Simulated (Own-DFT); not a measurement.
# What a defect does to the pressure of its cell: C11b WSi2

The numbers are computed, not measured, by runs of the plane-wave DFT program Own-DFT (in-house, retired, unreviewed) at fixed positions, with no spin and no spin-orbit coupling.

All runs used: PBEsol; PseudoDojo norm-conserving scalar-relativistic files, made for PBE; cutoff 50 hartree; 5 x 5 x 5 k mesh centred on Gamma; cold (Marzari-Vanderbilt) smearing of 0.2 eV.

Caveats: forces on such cells failed a check on a denser k mesh; stress not checked against mesh or cutoff.

All runs share one cell, with vectors in Å (-2.148, -5.953, 3.409); (-6.444, 2.976, 1.136); (-2.553, -2.948, -6.757) and a volume of 403.2 Å³. The atoms are randomly displaced, by u rms on each axis. The defect's site can differ from row to row.

```
cell,formula,u (Å),P (GPa)
no defect,Si20W10,0.0212,0.31
no defect,Si20W10,0.0494,2.34
no defect,Si20W10,0.0554,2.30
one Si on a W site,Si21W9,0.0282,2.57
one Si on a W site,Si21W9,0.0310,2.41
one Si on a W site,Si21W9,0.0502,2.97
one W on a Si site,Si19W11,0.0294,5.90
one W on a Si site,Si19W11,0.0415,5.95
one W on a Si site,Si19W11,0.0510,6.52
one Si vacancy,Si19W10,0.0342,-0.61
one Si vacancy,Si19W10,0.0350,-0.65
one Si vacancy,Si19W10,0.0454,?
one Si vacancy,Si19W10,0.0492,0.33
```

## Worked fit

P = P0 + c u² + a shift for each defect gives P0 = 0.44 GPa, c = 609 ± 113 GPa/Å² and a scatter of 0.32 GPa. The shifts, and each times the cell's volume:

- one W on a Si site: 4.63 ± 0.26 GPa, 11.7 eV
- one Si on a W site: 1.34 ± 0.27 GPa, 3.4 eV
- one Si vacancy: -1.73 ± 0.27 GPa, -4.4 eV

A positive shift means that the defect pushes the cell outwards. Shift times volume (160.2 GPa Å³ is 1 eV) depends little on the cell's size, so, taken for each site, it can be compared between cells at like pressure. The atoms around the defects weren't relaxed, which would change these numbers.

## Prediction

Q: what pressure belongs in the blank (one Si vacancy, u = 0.0454 Å)?

The fit gives -0.03 ± 0.37 GPa. The run itself gave 0.35 GPa.
